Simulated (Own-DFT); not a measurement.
GaN (wurtzite, strained, atoms displaced) (calculated)

A calculation, not a measurement: plane-wave PBE density functional theory by an unreviewed code, no spin, of a simulated periodic cell, stress positive in tension, free energy of the whole cell less one offset for each atom, forces on such cells passed a denser k mesh, this cell's mesh not checked; offsets are fitted by least squares, one for each functional and potential file, so energies compare only between cells with the same atoms and settings and are not formation energies; the far tail of each file's local potential was reset to the Coulomb form; each entry is a single point on an unrelaxed cell, so the pressure reflects the starting lattice, mostly measured values (interpolated for alloys), from which strain is counted, and rises with the displacements; printed positions are rounded, which can move forces by about a meV/angstrom; the program, named Own-DFT, is a retired in-house code; no spin-orbit coupling. Program: Own-DFT development build.

```xyz
96
Lattice="12.7560 0.0000 -0.1913 -4.7835 8.2853 0.0718 -0.1556 0.0000 10.3700" Properties=species:S:1:pos:R:3:force_x:R:1:force_y:R:1:force_z:R:1 formula=GaN functional=PBE potential_files=PseudoDojo_norm-conserving,scalar-relativistic,standard_set_with_the_stringent_files_for_Ga wave_cutoff=96 occupations=Gaussian smearing_width=0.01 k_mesh=3_x_4_x_3_centred_on_Gamma free_energy_of_cell_above_offsets=-4.070 pressure=7.27 stress_xx=-8.18 stress_yy=-7.11 stress_zz=-6.52 stress_yz=0.29 stress_xz=-3.47 stress_xy=-0.5
Ga    -0.1415     1.8252    10.3571      0.328      0.411      -0.28
Ga     1.5703     0.9396     2.5770      0.573     -0.536     -0.007
N     -0.0076     1.7832     1.9205     -0.654      1.125      0.356
N      1.5573     0.9279     4.5342     -0.506     -0.391     -0.556
Ga    -0.0384     1.8525     5.1236     -0.353     -0.755      0.973
Ga     1.4138     0.9768     7.7686      1.801     -1.526      -0.94
N     -0.0622     1.8117     7.1085     -1.713      1.244     -0.008
N      1.4980     0.8950     9.6680     -1.298      1.066      0.317
Ga    -1.5373     4.6389     0.0872     -1.153      0.045     -1.129
Ga    -0.0981     3.6916     2.5066      1.165     -0.762      1.063
N     -1.5993     4.6842     2.0182     -1.632     -1.177      -0.21
N     -0.0897     3.6788     4.6013     -0.003     -0.101     -2.058
Ga    -1.5932     4.6261     5.1998     -1.181     -0.014      1.153
Ga    -0.0087     3.7125     7.7764     -2.022     -0.478     -0.423
N     -1.6959     4.5741     7.1583      0.256      0.203      0.069
N     -0.1792     3.7191     9.7221      0.897     -1.108      0.343
Ga    -3.4454     7.4366    10.3960      2.367     -1.533      0.992
Ga    -1.6201     6.4627     2.6600      0.204      1.049     -0.673
N     -3.2436     7.3389     2.0643      0.007      0.416     -0.734
N     -1.6613     6.4762     4.6129     -0.405     -0.906     -0.936
Ga    -3.2403     7.3656     5.1849     -0.993      0.081      1.063
Ga    -1.7334     6.4767     7.7193      0.844     -0.887       1.16
N     -3.3482     7.3362     7.2518      0.709      1.217     -1.524
N     -1.7145     6.4038     9.7842     -0.865      1.184     -0.784
Ga     3.0213     1.8337    10.2230      0.446      0.098      1.702
Ga     4.7994     0.9928     2.5638     -1.252     -2.037     -1.464
N      3.1790     1.7875     1.8868     -0.381      1.257      -0.41
N      4.7246     0.8843     4.4182     -0.617      0.816      1.046
Ga     3.1040     1.8855     5.1133      0.408     -1.675     -0.008
Ga     4.7688     0.9212     7.6808     -2.709     -1.252     -0.021
N      3.0555     1.8077     6.9772      0.506      0.221      2.462
N      4.5406     0.8579     9.6267      1.697      1.483     -0.459
Ga     1.4200     4.6310    10.3253     -0.112     -0.318      0.627
Ga     3.2154     3.7059     2.5779     -1.903      -1.15     -0.201
N      1.4958     4.7153     1.9204      0.869      -3.21     -0.297
N      3.0416     3.6053     4.5283       1.11      2.929     -1.057
Ga     1.4068     4.6517     5.0939      2.092     -0.204      0.902
Ga     3.0549     3.6391     7.7737      0.106     -0.303     -1.805
N      1.5114     4.5904     7.0614      0.411      0.334      0.243
N      3.0454     3.7125     9.6723     -1.361     -1.057     -0.006
Ga    -0.1650     7.4073    10.3610      -0.08      -1.63      0.624
Ga     1.5674     6.3540     2.6667     -0.338      3.021     -0.834
N     -0.0143     7.3257     1.9421      0.147      0.819      0.862
N      1.5471     6.5366     4.5806     -0.646      -1.53     -0.617
Ga    -0.1214     7.3578     5.1184      1.072      0.865      0.297
Ga     1.5037     6.4064     7.7450     -0.255      0.891     -0.466
N     -0.1085     7.3749     6.9901      0.304     -0.184      2.185
N      1.4626     6.4009     9.6884      -0.74      0.823     -0.416
Ga     6.3949     1.8318    -0.0939     -0.136     -0.954     -0.253
Ga     8.0158     0.8752     2.4507     -1.222       0.24     -0.323
N      6.2636     1.8524     1.8421      2.087      0.371     -0.103
N      7.9175     0.8958     4.3737     -0.291      0.393       0.93
Ga     6.2568     1.8148     5.0134      0.953     -0.659      1.318
Ga     7.8881     0.9961     7.6627     -0.236      -1.15      0.472
N      6.2399     1.8093     7.1196      1.647      1.826     -1.872
N      7.8804     0.9323     9.6154     -0.916     -0.394      0.389
Ga     4.5655     4.5376    10.2699      1.784      1.521     -0.057
Ga     6.3648     3.6693     2.4737     -0.864     -0.369     -0.044
N      4.7098     4.5784     1.8276      0.982     -0.211      0.486
N      6.3149     3.6661     4.4733      0.759     -1.042     -1.122
Ga     4.8609     4.5530     5.0995     -3.478      0.799      0.981
Ga     6.2346     3.7266     7.7411      0.895     -1.053     -1.196
N      4.6613     4.5489     7.0896      0.224      0.384     -0.562
N      6.2389     3.6400     9.6114     -1.204      0.276      0.898
Ga     3.1565     7.2976    -0.0299      0.584      1.142     -1.013
Ga     4.7700     6.3638     2.4331     -0.125      1.913      0.774
N      3.0966     7.3705     1.8519      0.821     -0.979      1.462
N      4.7741     6.4351     4.5619     -2.203       -1.5     -1.981
Ga     3.1179     7.3503     5.1571      1.001      0.568      1.046
Ga     4.7034     6.3801     7.6961     -0.183      1.232      0.302
N      3.1252     7.4076     7.1882     -0.254     -0.529     -1.251
N      4.6241     6.4676     9.6633      0.552      -1.06      0.117
Ga     9.4898     1.8347    10.1552     -0.361     -0.045      1.137
Ga    11.1242     0.9131     2.4728      0.084      0.071     -0.217
N      9.5331     1.8066     1.8518      0.524      1.502     -1.041
N     11.1207     0.8930     4.3934     -0.447      -0.15      0.414
Ga     9.4756     1.8719     5.0455      0.904     -0.547      0.055
Ga    11.0231     0.9212     7.6074       1.53      0.134     -0.007
N      9.4954     1.8400     7.0844     -0.839       0.14     -1.671
N     11.0717     0.8519     9.5657     -0.292      1.067     -0.477
Ga     7.7885     4.5493    10.1337      1.293      1.047      1.013
Ga     9.4080     3.8051     2.4011      2.906      -2.18       1.25
N      7.8772     4.5721     1.8450     -0.734      1.365     -1.451
N      9.5644     3.7130     4.4760     -1.265     -0.161     -1.258
Ga     7.8777     4.5521     5.0414       1.78      0.382      1.018
Ga     9.3658     3.6594     7.6204      5.112     -1.175      0.632
N      7.9949     4.5617     7.1390     -5.434      2.036     -2.578
N      9.4401     3.6629     9.5113      0.128      0.333      1.969
Ga     6.2667     7.3670    10.2713     -0.951     -0.631      0.215
Ga     7.9099     6.4553     2.4846      0.399     -0.179     -0.291
N      6.3931     7.3875     1.8390     -1.172     -0.511      0.292
N      7.9133     6.3552     4.3943     -0.317      0.701      0.967
Ga     6.2562     7.2518     5.1654      2.412       2.13     -1.904
Ga     7.8843     6.4270     7.5875      -0.51      0.238      1.178
N      6.3189     7.4319     6.9716     -0.529      -1.55       2.31
N      7.8201     6.4917     9.6383     -0.546     -1.655     -1.065
```

Units: wave_cutoff in hartree; smearing_width, free_energy_of_cell_above_offsets in eV; pressure, stress_xx, stress_yy, stress_zz, stress_yz, stress_xz, stress_xy in GPa; force_x, force_y, force_z in eV/Å.
